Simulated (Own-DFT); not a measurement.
# Computed records: SiGe3 (diamond-structure random alloy, atoms displaced)

All values are calculated (Own-DFT development build). A calculation, not a measurement: plane-wave density functional theory by an unreviewed code, no spin, of a simulated periodic cell, stress positive in tension, run twice, with PBE and with PBEsol, both on files made for PBE, so the change isn't that of files made for PBEsol, forces on such cells passed a denser k mesh, this cell's mesh not checked; the far tail of each file's local potential was reset to the Coulomb form; each entry is a single point on an unrelaxed cell, so the pressure reflects the starting lattice, mostly measured values (interpolated for alloys), from which strain is counted, and rises with the displacements; printed positions are rounded, which can move forces by about a meV/angstrom; the program, named Own-DFT, is a retired in-house code; no spin-orbit coupling; stress was not checked against mesh or cutoff.

```xyz
64
Lattice="11.2025 0.0000 0.0000 0.0000 11.2025 0.0000 0.0000 0.0000 11.2025" Properties=species:S:1:pos:R:3:PBE_force_x:R:1:PBE_force_y:R:1:PBE_force_z:R:1:PBEsol_force_x:R:1:PBEsol_force_y:R:1:PBEsol_force_z:R:1 formula=SiGe3 functional=PBE,then_PBEsol potential_files=PseudoDojo_norm-conserving,scalar-relativistic,standard_set wave_cutoff=42 occupations=Fermi-Dirac smearing_width=0.1 k_mesh=3_x_3_x_3_centred_on_Gamma PBE_pressure=3.94 PBE_stress_xx=-3.93 PBE_stress_yy=-4.02 PBE_stress_zz=-3.86 PBE_stress_yz=0.27 PBE_stress_xz=-0.34 PBE_stress_xy=0.52 PBEsol_pressure=1.22 PBEsol_stress_xx=-1.22 PBEsol_stress_yy=-1.3 PBEsol_stress_zz=-1.14 PBEsol_stress_yz=0.25 PBEsol_stress_xz=-0.34 PBEsol_stress_xy=0.49 rms_change_of_force_components_from_PBE_to_PBEsol=0.051
Ge     0.0502    11.1257    11.1875     -0.004      1.006      0.094      0.004      0.966      0.098
Ge    11.0852     2.7730     2.8249      0.633      0.317     -0.313      0.685      0.305     -0.302
Ge     2.7621    11.0895     2.7773      1.151      1.056     -1.143      1.067      1.064     -1.069
Ge     2.8822     2.8365     0.0223     -1.058     -1.836     -1.074     -1.056     -1.733     -1.005
Ge     1.3855     1.3934     1.4106      0.083      0.141     -0.003      0.081      0.121     -0.002
Ge     1.4026     4.1383     4.2307     -0.636      1.206     -0.913     -0.591       1.12     -0.904
Ge     4.1663     1.4025     4.0748      0.174     -0.934      1.158      0.138     -0.877      1.092
Ge     4.1331     4.1857     1.3469      1.832      1.109      0.526      1.769       1.06      0.508
Ge    11.0372     0.0241     5.4865       1.88     -1.795      1.947      1.904      -1.76      1.907
Ge    11.0947     2.7242     8.3268      1.636      0.865      0.625      1.574       0.82      0.608
Ge     2.7942     0.0036     8.3529      0.248      -1.45      0.683      0.165     -1.393      0.655
Ge     2.6853     2.6928     5.5479      1.087      -0.13      0.552      1.053     -0.114      0.523
Ge     1.3748     1.3202     7.0635     -0.985      0.078     -1.223     -0.953      0.087     -1.184
Ge     1.4000     4.1512     9.8644     -0.894        0.4     -0.629     -0.821      0.364     -0.632
Si     4.1218     1.3022     9.7643      1.057       1.23      0.353      1.033      1.202      0.351
Ge     4.1651     4.1421     6.9624     -0.344      0.126     -0.341     -0.319      0.131     -0.322
Si    11.1722     5.6328     0.0161     -0.106     -0.704     -0.051      -0.02     -0.689     -0.038
Ge     0.0796     8.3480     2.7413     -0.401      0.282      0.803     -0.379       0.28      0.756
Ge     2.8254     5.6544     2.7156      -0.15     -0.791      1.322     -0.141     -0.762      1.268
Ge     2.7683     8.3751     0.0208      1.883     -0.403     -0.272      1.743     -0.388      -0.26
Ge     1.4337     6.9965     1.3740     -0.738     -0.592     -0.475     -0.675     -0.527     -0.419
Ge     1.4238     9.8649     4.1463     -1.025     -1.489      1.502     -1.017     -1.411      1.403
Ge     4.1642     7.0194     4.2642      0.126       0.25     -0.299      0.162      0.201     -0.334
Si     4.2119     9.8099     1.3627      0.039     -0.544      0.072      0.038     -0.534       0.07
Si    11.1699     5.5546     5.5901      0.281     -0.226      0.326      0.271     -0.223      0.319
Ge    11.1686     8.2517     8.3836     -0.954      2.217      0.856     -0.851      2.137      0.809
Ge     2.7532     5.5912     8.3581     -0.097     -0.728      0.116     -0.129      -0.74      0.075
Si     2.7429     8.4049     5.6567      0.312      0.671     -0.113      0.264      0.614     -0.147
Ge     1.3461     7.0346     7.0367      0.459     -1.105      -1.68      0.433     -1.074     -1.549
Ge     1.4146     9.7322     9.9043     -0.173      0.039     -2.162     -0.171       0.04     -2.071
Si     4.1288     6.8762     9.7253      0.649      0.769       1.09      0.641      0.748      1.066
Si     4.2093     9.7792     7.0114      0.475     -0.052     -0.433      0.473     -0.046     -0.353
Ge     5.6024     0.0112     0.0063      0.126      0.204      -0.09      0.143      0.171     -0.122
Ge     5.5581     2.7572     2.7206      0.466      1.044      0.402      0.389      1.042      0.425
Si     8.4664     0.1093     2.8606      0.088     -0.381     -0.292      0.092      -0.44     -0.281
Ge     8.3947     2.7958    11.1309      0.002      -0.36      0.466     -0.003      -0.34      0.388
Si     7.0191     1.4736     1.4330      0.564     -1.052      -0.39      0.511     -0.994     -0.424
Ge     7.0114     4.1547     4.2922     -0.378     -0.258     -1.037     -0.359     -0.235     -0.994
Si     9.8661     1.4597     4.3340     -2.252      0.701     -1.869     -2.164      0.731     -1.788
Si     9.7739     4.1240     1.3286      0.155      0.997      0.296      0.118      0.933      0.326
Si     5.6547     0.0114     5.5567     -1.229     -0.258      0.278      -1.21     -0.266      0.186
Ge     5.6272     2.8244     8.3451      -1.03     -0.742      0.973     -1.015     -0.644      0.953
Ge     8.3506     0.0939     8.2839      1.016       -1.2      1.101      0.999     -1.178      1.131
Ge     8.3757     2.7377     5.6717     -0.535     -0.757        0.1      -0.51     -0.657      0.108
Si     6.8901     1.3386     7.0614       0.08      0.562     -1.486      0.125      0.603     -1.402
Ge     6.9372     4.2177     9.8339      1.774     -1.185     -1.873      1.718     -1.137      -1.81
Ge     9.9078     1.3895     9.8025     -1.367     -0.835       0.17     -1.324     -0.795      0.149
Ge     9.7415     4.1203     7.0137      0.056      1.598     -0.139      0.023      1.499     -0.109
Ge     5.7100     5.5479    11.1058     -2.819      1.343       1.42     -2.697       1.26      1.402
Ge     5.6227     8.3596     2.7314     -1.135      0.521      0.454     -1.066      0.467      0.475
Ge     8.4115     5.5501     2.8324     -0.406     -1.454     -1.099     -0.419     -1.368     -1.031
Si     8.2359     8.4640     0.0239      1.961     -1.134      0.203      1.891     -1.087      0.217
Ge     6.9702     6.8986     1.4435      0.686      0.533     -0.731      0.631      0.489     -0.676
Ge     6.9814     9.7811     4.1584      0.693       0.66     -0.083      0.675      0.566     -0.079
Ge     9.8411     6.8438     4.0706      0.499      1.672      1.633      0.446      1.633      1.537
Ge     9.9185     9.7777     1.3609     -2.155     -0.009      0.596     -2.011     -0.004      0.573
Ge     5.6211     5.5845     5.6224     -0.518      0.008     -0.028     -0.499      0.007      -0.03
Ge     5.6088     8.3290     8.5184     -0.948     -0.256     -1.511     -0.847     -0.223     -1.467
Ge     8.3926     5.6735     8.4426     -0.115      -0.87     -0.462     -0.153     -0.884     -0.493
Ge     8.3594     8.3936     5.6506      1.306      0.341     -2.151      1.199      0.291     -2.104
Ge     7.0582     7.0317     6.8986     -1.281     -0.766      1.852      -1.23     -0.748      1.793
Ge     7.0083     9.7538     9.7434       0.12      1.239      0.359      0.063      1.222      0.311
Si     9.8064     6.9418     9.7841     -0.651      0.813       1.45     -0.654      0.813      1.344
Si     9.7080     9.7700     6.9478      0.786      0.293      0.585      0.767      0.288       0.57
```

Units: wave_cutoff in hartree; smearing_width in eV; PBE_pressure, PBE_stress_xx, PBE_stress_yy, PBE_stress_zz, PBE_stress_yz, PBE_stress_xz, PBE_stress_xy, PBEsol_pressure, PBEsol_stress_xx, PBEsol_stress_yy, PBEsol_stress_zz, PBEsol_stress_yz, PBEsol_stress_xz, PBEsol_stress_xy in GPa; rms_change_of_force_components_from_PBE_to_PBEsol, PBE_force_x, PBE_force_y, PBE_force_z, PBEsol_force_x, PBEsol_force_y, PBEsol_force_z in eV/Å.
